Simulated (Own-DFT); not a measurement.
Simulation results for Ti$_{20}$Si$_{39}$ (C49 TiSi2 crystal with one vacancy, atoms displaced)

Computed with Own-DFT development build. A calculation, not a measurement: plane-wave density functional theory by an unreviewed code, no spin, of a simulated periodic cell, stress positive in tension, run twice, with PBE and with PBEsol, both on files made for PBE, so the change isn't that of files made for PBEsol, forces on such cells moved up to 12 meV/angstrom on a denser k mesh; the far tail of each file's local potential was reset to the Coulomb form; each entry is a single point on an unrelaxed cell, so the pressure reflects the starting lattice, taken from the Materials Project, from which strain is counted, and rises with the displacements; printed positions are rounded, which can move forces by about a meV/angstrom; the program, named Own-DFT, is a retired in-house code; no spin-orbit coupling; stress was not checked against mesh or cutoff.

Common to all runs: functional PBE, then PBEsol; potential files PseudoDojo norm-conserving, scalar-relativistic, standard set; wave cutoff 42 hartree; occupations cold (Marzari-Vanderbilt); smearing width 0.2 eV; k mesh 4 x 4 x 4 centred on Gamma.

(1) 
```xyz
59
Lattice="5.2953 -6.7593 3.5652 7.0604 0.0000 -7.1303 5.2953 6.7593 3.5652" Properties=species:S:1:pos:R:3:PBE_force_x:R:1:PBE_force_y:R:1:PBE_force_z:R:1:PBEsol_force_x:R:1:PBEsol_force_y:R:1:PBEsol_force_z:R:1 formula=Ti20Si39 PBE_pressure=2.49 PBE_stress_xx=-2.25 PBE_stress_yy=-2.95 PBE_stress_zz=-2.28 PBE_stress_yz=-0.43 PBE_stress_xz=0.05 PBE_stress_xy=-0.24 PBEsol_pressure=-0.79 PBEsol_stress_xx=1.15 PBEsol_stress_yy=0.53 PBEsol_stress_zz=0.69 PBEsol_stress_yz=-0.43 PBEsol_stress_xz=0.05 PBEsol_stress_xy=-0.24 rms_change_of_force_components_from_PBE_to_PBEsol=0.023
Ti    12.3254    -5.3241    -2.6245       0.54     -0.769     -0.869      0.534     -0.765     -0.859
Ti    14.1446    -1.4235    -0.8896     -0.087      0.357      0.207     -0.086      0.365      0.198
Si    12.4477    -0.8398    -2.6829     -1.057      0.294      0.437     -1.042      0.247      0.443
Si     8.7746     0.8009    -4.4424      0.546      0.295     -0.043      0.529      0.352     -0.038
Si     7.0502    -3.4064     4.4675      0.137      0.288     -0.093       0.14      0.281     -0.095
Si    12.3415    -3.3662    -0.9560      0.067      -0.07      1.046      0.066     -0.071      1.048
Ti     8.8347    -5.3720     0.8615     -0.614     -0.171       0.38     -0.606     -0.189      0.387
Ti    10.5734    -1.4911     2.6824      0.047      1.314     -0.144      0.042      1.319     -0.142
Si     8.8026    -0.7139     0.8658      0.614     -1.023      0.145      0.602     -1.073      0.139
Si     5.2673     0.7512    -0.9781      0.381      0.466      1.523      0.376      0.525      1.525
Si    10.5263    -3.4192     0.9297      0.331      0.147      -0.57      0.335      0.146     -0.565
Si     8.7781    -3.3464     2.6690      0.178     -0.236     -0.186      0.186     -0.231     -0.177
Ti    14.1168     1.4850     0.9344      0.381     -1.631     -0.703      0.416     -1.673      -0.69
Ti    10.4664    -1.4512    -0.9761      1.841      0.769      1.067      1.818       0.78      1.058
Si     8.8324    -0.7570    -2.6818     -0.675      -0.89     -0.339      -0.67      -0.95     -0.336
Si    10.6225    -5.9358    -0.8976     -0.362      -0.09       0.35     -0.357     -0.035      0.353
Si    10.6215    -3.4020    -2.6529     -0.808      0.103     -0.247      -0.82      0.102     -0.255
Si     8.8122    -3.4280    -0.9605     -0.609      0.499       0.45     -0.625      0.496      0.433
Ti     7.0231     1.4348     4.4786      0.459     -0.704     -0.048       0.45     -0.725      -0.06
Ti    10.5055    -1.4872    -4.4048      1.649      1.721     -0.041      1.632      1.713     -0.042
Si     1.8062    -0.8240     0.9923     -0.702      0.058     -1.069     -0.695     -0.002     -1.073
Si    15.9184     0.7660    -0.9084     -0.295      0.275      0.348     -0.289      0.324      0.356
Si     3.4924    -3.3372     0.9350     -0.013     -0.383     -0.579     -0.018     -0.377     -0.576
Si     8.7942    -3.3067    -4.4087     -0.376     -1.042      0.346     -0.385     -1.026       0.37
Ti    10.6580     1.4682     4.4447      -1.26     -1.364      0.518     -1.249     -1.359      0.517
Ti     7.0530    -1.3458     2.6291     -0.122     -0.718      0.121     -0.114     -0.686      0.126
Si     5.2075    -0.7880     0.8771      0.503     -0.239     -0.242      0.497     -0.287     -0.247
Si     7.0876    -5.9512     2.7071     -0.318      -0.32     -0.174     -0.311     -0.279     -0.176
Si     7.0036    -3.3829     0.9591        0.6      0.411     -1.032      0.604      0.406     -1.044
Si     5.2562    -3.3719     2.6711      0.205     -0.067      0.187      0.201     -0.068       0.19
Ti    10.5917     1.3839     0.9498     -1.006     -0.028     -0.724     -1.037     -0.087     -0.722
Ti     7.1313    -1.3639    -0.8768     -1.224     -0.383      0.225     -1.202     -0.302      0.245
Si     5.2809    -0.7704    -2.6591      0.337     -1.098     -0.394      0.336     -1.146      -0.41
Si    12.3160     0.8192     2.6610      0.496     -0.144      0.003      0.493     -0.098      0.008
Si    10.5837     3.3530     2.6975      0.216      0.549     -0.552      0.227      0.534      -0.57
Ti    10.5841     1.4208    -2.6514      0.153     -0.553     -0.434      0.149     -0.565     -0.431
Ti     7.0375    -1.4617    -4.3711       0.16       1.18     -0.917      0.166      1.235     -0.946
Si    10.5917     5.9549    -2.6178      0.037      0.015     -0.363      0.036     -0.036     -0.363
Si    12.3436     0.8476    -0.8512     -0.017      0.005     -0.222     -0.017      0.058     -0.234
Si    12.3305     3.3574    -2.6306      -0.02      0.269      0.255     -0.022      0.265      0.261
Si    10.5961     3.4320    -0.8050      0.265     -0.637     -0.068      0.289     -0.627     -0.056
Ti     7.1506     1.3255     0.9121     -1.584      1.077      -0.84     -1.566      1.037     -0.832
Ti     3.4618    -1.3863    -0.9317      0.364     -0.053      0.639      0.359     -0.024      0.633
Si     7.0455     5.9090     0.9083     -0.386      0.547     -0.241     -0.377      0.501      -0.24
Si     8.7618     0.7456     2.6413       0.99      0.764      1.093      0.973      0.821      1.082
Si     8.7945     3.4347     0.8345      0.509      -0.53      1.109      0.511     -0.521      1.129
Si     6.9895     3.3455     2.6853      0.484      0.093      -0.18      0.491      0.091     -0.178
Ti     7.0541     1.3083    -2.6117      0.063      1.261     -0.984      0.067      1.224     -0.978
Ti     8.8012     5.3962    -0.8673     -0.171      0.085     -0.412      -0.17      0.079     -0.401
Si    12.3321    -0.8522     0.8406     -0.201      0.242       0.36     -0.201      0.196      0.369
Si     8.8155     0.7413    -0.9428      0.489      0.766      0.808      0.478      0.813      0.805
Si     8.7884     3.3950    -2.6347      0.677     -0.153     -0.402      0.693      -0.15     -0.419
Si     7.1621     3.3666    -0.9017     -1.434     -0.307      0.113     -1.462     -0.304      0.118
Ti     3.5989     1.4604     0.8065     -0.951     -1.348      1.136     -0.946     -1.346       1.13
Ti     5.2982     5.3598     2.7210     -0.244      0.205      -0.32     -0.243      0.213     -0.326
Si     8.7491    -0.7787     4.4232      0.829     -0.251      0.429      0.811     -0.313      0.429
Si     5.3529     0.7408     2.6698     -0.717      0.385      0.008     -0.696      0.441      0.013
Si     5.2129     3.3555     0.9002      1.085      0.328     -0.303      1.086      0.326     -0.326
Si    10.6155     3.3090    -4.4723     -0.381      0.433      0.433     -0.389      0.425      0.443
```

Units: PBE_pressure, PBE_stress_xx, PBE_stress_yy, PBE_stress_zz, PBE_stress_yz, PBE_stress_xz, PBE_stress_xy, PBEsol_pressure, PBEsol_stress_xx, PBEsol_stress_yy, PBEsol_stress_zz, PBEsol_stress_yz, PBEsol_stress_xz, PBEsol_stress_xy in GPa; rms_change_of_force_components_from_PBE_to_PBEsol, PBE_force_x, PBE_force_y, PBE_force_z, PBEsol_force_x, PBEsol_force_y, PBEsol_force_z in eV/Å.

(2) 
```xyz
59
Lattice="5.2953 -6.7593 3.5652 7.0604 0.0000 -7.1303 5.2953 6.7593 3.5652" Properties=species:S:1:pos:R:3:PBE_force_x:R:1:PBE_force_y:R:1:PBE_force_z:R:1:PBEsol_force_x:R:1:PBEsol_force_y:R:1:PBEsol_force_z:R:1 formula=Ti20Si39 PBE_pressure=2.77 PBE_stress_xx=-2.42 PBE_stress_yy=-2.42 PBE_stress_zz=-3.47 PBE_stress_yz=-0.01 PBE_stress_xz=0.18 PBE_stress_xy=0.18 PBEsol_pressure=-0.49 PBEsol_stress_xx=0.91 PBEsol_stress_yy=1.08 PBEsol_stress_zz=-0.53 PBEsol_stress_yz=-0.01 PBEsol_stress_xz=0.18 PBEsol_stress_xy=0.18 rms_change_of_force_components_from_PBE_to_PBEsol=0.022
Ti    12.2962    -5.3484    -2.6817      0.672     -0.624     -0.109      0.657     -0.635     -0.115
Ti    14.1331    -1.3768    -0.8745     -0.111      -0.19     -0.286     -0.083     -0.171     -0.232
Si     8.7619     0.8179    -4.4806      0.508     -0.172     -0.124      0.503     -0.134     -0.121
Si     7.0919    -3.3983     4.3360     -0.833      0.711      1.094     -0.836      0.691      1.109
Si    12.2910    -3.3883    -0.8132       0.75      0.523     -1.222      0.763       0.51     -1.227
Ti     8.8634    -5.3024     0.9026     -0.561     -1.126     -0.342     -0.559     -1.122     -0.331
Ti    10.6356    -1.3817     2.7730     -0.496     -0.084     -1.744     -0.487     -0.054     -1.737
Si     8.8601    -0.7828     0.9212      0.116     -0.395     -0.913      0.119     -0.448     -0.916
Si     5.2967     0.8383    -0.9077      0.175      0.003     -0.029      0.174       0.06     -0.033
Si    10.6217    -3.3605     0.9031     -0.524      0.556      0.169     -0.531      0.547      0.176
Si     8.7608    -3.4727     2.6388      0.977      1.271      0.215      0.996      1.244      0.212
Ti    14.2243     1.3450     0.8694     -1.674      0.639      1.245     -1.657      0.617      1.233
Ti    10.7194    -1.3113    -0.8277     -1.761     -0.786      -0.58     -1.771     -0.765     -0.541
Si     8.9369    -0.7955    -2.6562     -0.254     -0.426      -0.45     -0.245     -0.469      -0.46
Si    10.5374    -5.9728    -0.8816      0.828     -0.329      0.145      0.814     -0.276      0.134
Si    10.6123    -3.4623    -2.6800      0.255      1.474      0.344      0.259      1.433      0.351
Si     8.7918    -3.3675    -0.8385      0.523      0.347     -0.382      0.532      0.341     -0.373
Ti     7.0726     1.3444     4.3643     -0.257      0.785      1.093     -0.212      0.795      1.077
Ti    10.6162    -1.2688    -4.5047     -0.173      -1.01     -0.216     -0.201     -0.999     -0.253
Si     1.7398    -0.8371     0.8191      0.415      0.326      1.376      0.412      0.272      1.373
Si    15.7936     0.7802    -0.8225      1.317     -0.065     -1.707        1.3      -0.02     -1.694
Si     3.5667    -3.3089     0.9116     -0.704     -0.515      0.169     -0.713     -0.503      0.158
Si     8.8624    -3.4581    -4.3845     -0.311      0.539     -0.645     -0.327      0.531     -0.643
Ti    10.5851     1.4037     4.4508     -0.356     -0.124     -0.133     -0.349     -0.148      -0.13
Ti     7.0494    -1.3702     2.5843      0.199      -0.18      0.438      0.227     -0.167        0.4
Si     5.2998    -0.7737     0.8249     -0.214     -0.154      0.306     -0.214     -0.218      0.302
Si     7.0677    -6.0301     2.6150     -0.124      0.836      0.737     -0.121      0.892      0.742
Si     7.0436    -3.3841     0.9673     -0.025      0.235     -1.089     -0.032      0.235     -1.097
Si     5.2994    -3.3706     2.6257     -0.351      0.383      0.903     -0.352      0.369      0.902
Ti    10.6574     1.3774     0.8498     -1.587     -0.038      0.889     -1.566      -0.06       0.88
Ti     7.0092    -1.3401    -0.9057      0.904     -0.663      0.153       0.89     -0.641      0.156
Si     5.2738    -0.8282    -2.6514      0.104      0.161      -0.57      0.102      0.106      -0.56
Si    12.3950     0.7737     2.6490          0      0.208      0.441      0.001      0.258      0.437
Si    12.3014     3.2901     1.0196      0.654      0.705     -0.924      0.653      0.694      -0.94
Si    10.5280     3.4030     2.6755      0.309     -0.372      0.048      0.304     -0.367      0.057
Ti    10.5292     1.3846    -2.6085      0.979      0.242     -0.907      0.931      0.253     -0.894
Ti     7.1183    -1.4540    -4.4732     -0.425      0.549      0.632     -0.422      0.564      0.617
Si    10.5832     5.9041    -2.6996      0.289      -0.08       0.62      0.284     -0.123      0.621
Si    12.4059     0.7616    -0.7748      0.148      0.234     -3.012      0.145       0.28     -3.029
Si    12.4067     3.4104    -2.6874     -0.217     -0.685     -0.011     -0.216     -0.675     -0.007
Si    10.6115     3.3289    -0.8793      0.089       0.21     -0.128      0.088        0.2     -0.133
Ti     7.0733     1.4844     0.9985     -0.042     -1.092      -1.96     -0.045     -1.098     -1.946
Ti     3.4886    -1.4407    -0.8707      0.516      1.107     -0.637      0.512      1.112     -0.627
Si     6.9967     5.9876     0.8854      1.087     -0.447      -0.16      1.064      -0.51     -0.166
Si     8.7593     0.7334     2.6571       1.29      0.955     -0.103      1.262      1.017     -0.101
Si     8.7850     3.3992     0.8726      0.603     -0.077     -0.089      0.597     -0.075     -0.092
Si     7.1038     3.3949     2.6454     -0.614     -0.103      0.582     -0.606      -0.11      0.578
Ti     7.0661     1.4788    -2.6410     -0.467      -1.48     -0.861     -0.464     -1.471      -0.85
Ti     8.8444     5.3136    -0.9181     -0.424      0.634      0.302      -0.42      0.653      0.299
Si    12.3539    -0.7543     0.8429      0.669     -1.028      1.691      0.661     -1.094       1.69
Si     8.7314     0.7714    -0.9656      0.712      0.231      1.666      0.702      0.288       1.66
Si     8.8365     3.3795    -2.7165     -0.103      0.138      0.487     -0.112      0.135      0.505
Si     7.0513     3.3061    -0.8979      0.159      0.858      0.285      0.167      0.844      0.278
Ti     3.5366     1.4528     0.8096     -0.257      -0.93       0.86     -0.253     -0.936      0.839
Ti     5.3230     5.4274     2.7023     -0.901     -0.716     -0.642     -0.882     -0.685     -0.641
Si     8.8636    -0.7343     4.4061     -1.015     -0.579      1.158     -0.993     -0.624      1.165
Si     5.3491     0.7428     2.5704     -1.108     -0.252      1.931     -1.088     -0.207      1.947
Si     5.2990     3.4022     0.8614       -0.2      0.062      0.491     -0.207       0.06      0.492
Si    10.5121     3.3937    -4.4247       0.84     -0.201     -0.492      0.845     -0.197     -0.502
```

Units: PBE_pressure, PBE_stress_xx, PBE_stress_yy, PBE_stress_zz, PBE_stress_yz, PBE_stress_xz, PBE_stress_xy, PBEsol_pressure, PBEsol_stress_xx, PBEsol_stress_yy, PBEsol_stress_zz, PBEsol_stress_yz, PBEsol_stress_xz, PBEsol_stress_xy in GPa; rms_change_of_force_components_from_PBE_to_PBEsol, PBE_force_x, PBE_force_y, PBE_force_z, PBEsol_force_x, PBEsol_force_y, PBEsol_force_z in eV/Å.

(3) 
```xyz
59
Lattice="5.2953 -6.7593 3.5652 7.0604 0.0000 -7.1303 5.2953 6.7593 3.5652" Properties=species:S:1:pos:R:3:PBE_force_x:R:1:PBE_force_y:R:1:PBE_force_z:R:1:PBEsol_force_x:R:1:PBEsol_force_y:R:1:PBEsol_force_z:R:1 formula=Ti20Si39 PBE_pressure=2.5 PBE_stress_xx=-2.2 PBE_stress_yy=-2.56 PBE_stress_zz=-2.73 PBE_stress_yz=-0.17 PBE_stress_xz=0.22 PBE_stress_xy=0.04 PBEsol_pressure=-0.76 PBEsol_stress_xx=1.14 PBEsol_stress_yy=0.94 PBEsol_stress_zz=0.2 PBEsol_stress_yz=-0.15 PBEsol_stress_xz=0.22 PBEsol_stress_xy=0.04 rms_change_of_force_components_from_PBE_to_PBEsol=0.022
Ti    12.3632    -5.3799    -2.6324       0.29     -0.138     -0.806      0.239     -0.145     -0.835
Ti    14.1732    -1.4655    -0.8220     -0.711      1.277     -0.951     -0.706      1.287     -0.945
Si    12.4223    -0.6987    -2.6776     -0.571      -1.14      0.108     -0.563     -1.198      0.102
Si     7.0521    -3.3800     4.5341      0.047     -0.613     -0.472       0.04     -0.597      -0.49
Si    12.3449    -3.3381    -0.8477      0.275      -0.85     -0.222      0.274      -0.83     -0.225
Ti     8.8715    -5.3551     0.9343     -0.353     -0.225     -0.671     -0.352     -0.252     -0.662
Ti    10.6371    -1.4192     2.7441     -0.415      0.839     -0.798     -0.407      0.853     -0.792
Si     8.8910    -0.8014     0.8854     -0.292      -0.27      0.521     -0.287     -0.317      0.509
Si     5.3690     0.8342    -0.9064     -0.164     -0.211      0.357     -0.166     -0.159      0.352
Si    10.6196    -3.4288     0.8942     -0.361      0.278     -0.086     -0.374      0.264      -0.09
Si     8.8186    -3.2958     2.6515      0.026     -0.957      0.258      0.022     -0.949      0.264
Ti    14.0995     1.5049     0.9746      0.158     -2.294      -1.09      0.158     -2.286     -1.084
Ti    10.5900    -1.3854    -0.9329      0.236      -0.25      0.107      0.232     -0.214      0.114
Si     8.8517    -0.7333    -2.6661     -0.321      0.214     -1.491     -0.318      0.166     -1.514
Si    10.6385    -6.0401    -0.9801     -0.076      0.399      1.241     -0.077      0.454      1.238
Si    10.5703    -3.4492    -2.6962      0.561      0.702      0.287      0.558       0.69      0.288
Si     8.7762    -3.3817    -0.9680      0.887      0.226      1.295      0.896      0.225      1.298
Ti     7.0443     1.3337     4.4768      0.728       0.81      0.125      0.721      0.781      0.116
Ti    10.5882    -1.4429    -4.4462      0.474      0.414      0.081      0.494      0.372      0.072
Si     1.8457    -0.9425     0.8221     -1.125       1.36      1.693      -1.11       1.32      1.704
Si    15.9406     0.7369    -0.8936     -0.514      0.902      0.162       -0.5       0.96      0.159
Si     3.5353    -3.4221     0.9995     -0.222      0.155     -1.048      -0.22      0.154     -1.055
Si     8.8248    -3.3642    -4.4626     -0.404     -0.121      0.224      -0.41     -0.113      0.238
Ti    10.6125     1.3938     4.4600     -0.355     -0.239      -0.09     -0.356     -0.261     -0.087
Ti     6.9995    -1.4934     2.6342      0.719      1.324      0.341      0.717      1.337      0.334
Si     5.2892    -0.8252     0.8716      0.134      0.394      0.081      0.128      0.353       0.09
Si     7.0529    -6.0371     2.6682      0.121      0.848      1.002       0.12      0.901      1.007
Si     7.0313    -3.3829     0.8632      0.433     -0.198      0.288      0.435      -0.19      0.294
Si     5.2549    -3.4435     2.6466      0.658      0.154      0.787      0.676      0.156      0.796
Ti    10.5626     1.3338     0.9018      0.308      0.956      -0.18      0.308      0.916     -0.175
Ti     7.1620    -1.4216    -0.8671     -1.242      0.591     -0.303     -1.229      0.593     -0.304
Si     5.2747    -0.8227    -2.7242      0.186      0.238       0.85      0.183      0.198       0.85
Si    12.2719     0.7885     2.6740      0.902      0.079      0.002      0.885      0.126     -0.001
Si     7.0878    -3.3931    -2.6177     -0.852      0.374     -0.764      -0.85      0.372     -0.777
Si     5.2896    -3.3028    -0.8874     -0.195     -0.497     -0.075       -0.2     -0.489     -0.068
Ti    10.4980     1.4034    -2.7031      1.546     -0.595      0.269      1.564     -0.595       0.31
Ti     7.0320    -1.4232    -4.4425      0.506     -0.054     -0.381      0.473     -0.075     -0.385
Si    10.5879     5.9469    -2.7541      0.137     -0.486      1.304      0.138     -0.551      1.301
Si    12.3766     0.7096    -0.8322     -0.173      1.306       -0.9     -0.175      1.371     -0.902
Si    12.3660     3.4194    -2.6680       0.01     -0.435     -0.125      0.009     -0.424     -0.131
Si    10.6333     3.3040    -0.9644     -0.181      0.338      0.857     -0.178      0.334      0.871
Ti     7.1063     1.3990     0.9693     -0.278      0.029     -0.974     -0.275      0.009     -0.965
Ti     3.4668    -1.3647    -0.8981      1.765     -0.445     -0.265      1.739     -0.429     -0.265
Si     7.1169     6.0142     0.9142     -0.535     -0.445     -0.842     -0.526     -0.506     -0.842
Si     8.8605     0.7716     2.6629     -0.266      0.057      0.489     -0.261      0.117      0.481
Si     8.8141     3.4314     0.9205      0.267     -0.406      -0.37      0.267     -0.398     -0.384
Si     7.1157     3.4395     2.6844     -0.398     -0.618      0.131     -0.397      -0.61      0.132
Ti     7.0458     1.3438    -2.6424      0.278      0.396     -0.207      0.248      0.387     -0.181
Ti     8.8053     5.3568    -0.8993      0.312      0.367     -0.237      0.308      0.376     -0.234
Si    12.3116    -0.7800     0.8407      0.335     -0.806      1.377      0.326     -0.868      1.392
Si     8.8751     0.7580    -0.9187     -0.626      0.415      0.561     -0.616      0.468      0.566
Si     8.8610     3.3727    -2.6183     -0.577     -0.363     -0.549     -0.576     -0.351     -0.556
Si     7.0296     3.4633    -0.8946      0.423     -1.071      0.141      0.425     -1.051      0.145
Ti     3.5917     1.3653     0.8039     -0.139       0.24      0.477     -0.107       0.23      0.452
Ti     5.2802     5.3838     2.6698      0.552     -0.298      -0.05      0.548     -0.276     -0.054
Si     8.8494    -0.7739     4.4537     -0.444     -0.484     -0.243     -0.437     -0.541      -0.24
Si     5.3572     0.8407     2.7201      -1.23     -0.089      -1.04     -1.207     -0.039     -1.053
Si     5.3088     3.4465     0.9385     -0.022     -0.758      -0.25     -0.022     -0.746     -0.259
Si    10.5995     3.3383    -4.4754     -0.229     -0.321      0.064     -0.229     -0.309      0.078
```

Units: PBE_pressure, PBE_stress_xx, PBE_stress_yy, PBE_stress_zz, PBE_stress_yz, PBE_stress_xz, PBE_stress_xy, PBEsol_pressure, PBEsol_stress_xx, PBEsol_stress_yy, PBEsol_stress_zz, PBEsol_stress_yz, PBEsol_stress_xz, PBEsol_stress_xy in GPa; rms_change_of_force_components_from_PBE_to_PBEsol, PBE_force_x, PBE_force_y, PBE_force_z, PBEsol_force_x, PBEsol_force_y, PBEsol_force_z in eV/Å.
